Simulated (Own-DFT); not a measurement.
# Shaking the atoms of rutile TiO2, 72 atoms (O48Ti24)

These are calculations, not measurements. They come from Own-DFT, an in-house plane-wave density functional program, since retired, whose code no person has reviewed. Each row is one single-point run on a periodic cell that was not relaxed, without spin or spin-orbit coupling.

Settings of every run: PBE; PseudoDojo norm-conserving scalar-relativistic files; cutoff 72 hartree; 3 x 3 x 3 k mesh centred on Gamma; Fermi-Dirac smearing of 0.1 eV.

Known limits, some of them of some rows only: some atoms lie very close together; oxygen file: force components 24 meV/angstrom off all-electron in a glass; forces on such cells passed a denser k mesh, each cell not checked; stress not checked against mesh or cutoff.

Cell vectors in Å: (9.187, 0.000, 0.000); (0.000, 9.187, 0.000); (0.000, 0.000, 8.876). In each run every atom was moved at random and independently from its ideal site; u is the rms move along one axis. E is the free energy for each atom above the fitted value at u = 0, and F the rms of the force components.

| run | u (Å) | E (meV/atom) | F (eV/Å) | largest force (eV/Å) | P (GPa) |
|---|---|---|---|---|---|
| 1 | 0.0188 | 9.9 | 0.384 | 1.46 | 4.60 |
| 2 | 0.0196 | ? | ? | ? | ? |
| 3 | 0.0211 | 9.2 | 0.336 | 1.26 | 4.92 |
| 4 | 0.0507 | 59.7 | 1.110 | 5.76 | 6.63 |
| 5 | 0.0527 | 58.2 | 0.987 | 3.63 | 7.16 |
| 6 | 0.0549 | 64.1 | 1.053 | 4.75 | 6.77 |
| 7 | 0.0820 | 156.5 | 1.804 | 11.65 | 10.84 |
| 8 | 0.0892 | 212.7 | 2.702 | 18.59 | 13.12 |
| 9 | 0.1231 | 341.6 | 2.792 | 13.52 | 19.09 |

## Worked fit

For small independent moves the energy grows as E = (3/2) K u², with K the mean stiffness felt by one atom. The runs with u up to 0.11 Å give K = 15.5 ± 0.8 eV/Å², with residuals divided by u² + 0.0006 Å², since the noise grows with the moves. The scatter is 6.3 meV/atom at u = 0.05 Å. The forces follow F = G u with G = 21.6 eV/Å²; no force at u = 0 is resolved. G exceeds K because the moves of its neighbours add to the force on an atom, and stiffness differs between atoms. The pressure follows P = 4.09 + 1065 u² GPa: at fixed volume, shortened bonds push harder than stretched ones pull.

## Withheld run

Question: what energy and rms force should run 2 give?

The fit gives 9 ± 2 meV/atom and about 0.42 eV/Å. The calculation gave 9.1 meV/atom and 0.340 eV/Å. This run lies off the fit, by chance or by something that the fit leaves out.
